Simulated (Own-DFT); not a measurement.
# Same atoms, different arrangement: In48P48, 96 atoms

Calculated results; nothing here was measured. They come from Own-DFT, an in-house plane-wave density functional program, since retired, whose code no person has reviewed. Each row is one single-point run on a periodic cell that was not relaxed, without spin or spin-orbit coupling.

Settings of every run: PBE; PseudoDojo norm-conserving scalar-relativistic files; cutoff 36 hartree; 2 x 3 x 3 k mesh centred on Gamma; Fermi-Dirac smearing of 0.1 eV.

Known limits, some of them of some rows only: not probed for a lower state with spin; forces on such cells failed a check on a denser k mesh; forces not confirmed at this smearing and k mesh; stress not checked against mesh or cutoff.

All cells hold the same atoms in the same cell, with vectors in Å (17.606, 0.000, 0.000); (0.000, 11.737, 0.000); (0.000, 0.000, 11.737). Every atom was moved at random from its ideal site; u is the rms move along one axis. The defect's site can differ from row to row. E is the free energy of the cell above the lowest run. The arrangements:

- A: zincblende InP
- B: zincblende InP, with one In on a P site and one P on an In site, 2.5 Å apart

```
arrangement,u (Å),E (eV),P (GPa)
A,0.0193,0.000,3.19
A,0.0194,0.033,3.20
A,0.0195,0.075,3.21
A,0.0487,2.910,3.56
A,0.0507,3.191,3.61
A,0.0520,3.075,3.56
B,0.0292,4.998,3.57
B,0.0293,4.684,3.51
B,0.0325,5.338,3.59
B,0.0488,7.360,3.87
B,0.0510,7.352,3.88
B,0.0533,7.739,3.85
```

Question: once the cost of the random moves is taken out, how do the arrangements rank?

## Worked answer

Fit E = a + b u², with one b for all and one a for each arrangement, and with residuals divided by u², since the noise grows with the moves. Then b = 1433 eV/Å², the scatter at u = 0.04 Å is 0.20 eV, and against A:

- B: 4.18 ± 0.08 eV (higher)

These are energies of unrelaxed cells. Relaxing the atoms lowers the strained arrangements most, so the gaps would shrink and small ones could change sign.
